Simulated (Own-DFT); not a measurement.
# Response to strain: wurtzite AlGaN with randomly placed atoms, 96 atoms (Al36Ga12N48)

Calculated results; nothing here was measured. The program, named Own-DFT, is a retired in-house plane-wave density functional code that no person has reviewed. Each row is one single-point run on a periodic cell that was not relaxed, without spin or spin-orbit coupling.

Settings of every run: PBE; PseudoDojo norm-conserving scalar-relativistic files (stringent for Ga); cutoff 96 hartree; 3 x 4 x 3 k mesh centred on Gamma; Gaussian smearing of 0.01 eV.

Known limits: k mesh not checked against a denser one; stress not checked against mesh or cutoff.

Unstrained cell vectors in Å: (12.525, 0.000, 0.000); (-4.697, 8.135, 0.000); (0.000, 0.000, 10.066). The unstrained cell has measured lattice constants (interpolated for alloys), not those of this functional. That, the random moves and any unrelaxed bonds set the pressure at no strain. Each run strains this cell uniformly, with the atoms carried along. Every atom was also moved at random, by a Gaussian of width 0.05 Å on each axis. The random placing of the alloy's atoms differs from row to row. Strain is the symmetric tensor, in per cent. Stress is positive in tension, and the pressure is minus a third of its trace.

```
run,e_xx (%),e_yy (%),e_zz (%),s_xx (GPa),s_yy (GPa),s_zz (GPa),P (GPa),E (meV/atom)
1,-1.25,-1.25,0.00,-14.88,-13.60,-8.16,12.21,37.3
2,2.75,2.75,0.00,7.53,7.67,-3.12,-4.02,9.5
3,-3.00,-3.00,0.00,-27.56,-24.92,-11.59,21.36,73.5
4,1.50,1.50,0.00,3.48,1.57,-5.77,0.24,0.0
5,2.25,2.25,0.00,6.24,4.30,-3.26,-2.43,6.3
6,1.00,1.00,0.00,-0.55,-1.63,-4.53,2.24,11.2
7,-0.75,-0.75,0.00,-9.22,-11.24,-7.79,9.42,22.6
8,1.25,1.25,0.00,-0.80,0.98,-4.94,1.59,17.4
9,-2.25,-2.25,0.00,?,?,?,?,?
```

E is the free energy for each atom above the lowest run shown.

## Worked fit

The change of volume is close to e_xx + e_yy + e_zz. A straight line through the runs shown gives P = 7.21 - 219 x (fractional change of volume) GPa, with an error of 8 on the slope and a scatter of 0.85 GPa. The strain isn't the same on all axes and the cell isn't cubic, so the slope belongs to this path and is not the bulk modulus.

## Withheld run

Question: what pressure should run 9 give? Its volume changes by -4.45 %.

The line gives 16.9 GPa. The calculation gave 17.24 GPa.
